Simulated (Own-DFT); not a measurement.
# PBE and PBEsol under strain: wurtzite AlGaN with randomly placed atoms, 72 atoms (Al27Ga9N36)

Source: density functional calculations with Own-DFT, an unreviewed in-house program that is no longer used. Nothing was measured or relaxed, and spin and spin-orbit coupling are left out.

Known weak points: forces on such cells passed a denser k mesh, each cell not checked; stress not checked against mesh or cutoff.

Each geometry was run with PBE and with PBEsol, otherwise alike: PseudoDojo norm-conserving scalar-relativistic files made for PBE; cutoff 42 hartree; 4 x 4 x 3 k mesh centred on Gamma; Fermi-Dirac smearing of 0.1 eV. Unstrained cell vectors in Å: (9.394, 0.000, 0.000); (-4.697, 8.135, 0.000); (0.000, 0.000, 10.066). Each has a uniform strain, of which the change of volume is shown, and random moves of rms u per axis. The random placing of the alloy's atoms differs from row to row.

| run | volume change (%) | u (Å) | P with PBE (GPa) | P with PBEsol (GPa) |
|---|---|---|---|---|
| 1 | 2.52 | 0.0456 | 0.95 | -2.06 |
| 2 | 5.06 | 0.0479 | -2.83 | -5.76 |
| 3 | 5.06 | 0.0470 | -3.15 | -6.09 |
| 4 | 3.53 | 0.0527 | 0.04 | -2.94 |
| 5 | 2.52 | 0.0482 | 1.77 | -1.29 |
| 6 | 4.55 | 0.0448 | -2.49 | -5.45 |
| 7 | -5.91 | 0.0503 | 22.15 | 18.76 |
| 8 | 5.58 | 0.0479 | -3.85 | -6.77 |
| 9 | -0.50 | 0.0502 | 7.52 | 4.38 |
| 10 | 4.04 | 0.0511 | -1.19 | -4.16 |
| 11 | 2.52 | 0.0511 | 1.33 | ? |

Question: by how much does PBEsol shrink this cell, and what belongs in the blank?

## Working it out

Write v for the change of volume as a fraction. Fitted to v and u², the PBE pressure has a slope of -222 ± 9 GPa in v, with the ions held to the strained lattice. The difference PBEsol less PBE is -3.14 + 4.1 v GPa (slope ± 0.2) and averages -3.03 GPa. Divided by the mean slope of the two, 220 GPa, that makes PBEsol's volume at a given pressure, near 0 GPa, about 1.4 % smaller, or 0.46 % in lengths. At one volume PBEsol's slope is the smaller by 4 GPa, but its pressure there is lower too. If stiffness rises by about 4 GPa for each GPa, PBEsol at equal pressure is stiffer by about 8 GPa. Files made for PBEsol would give a different shift.

For run 11 the line gives -1.71 GPa. The calculation gave -1.70 GPa.
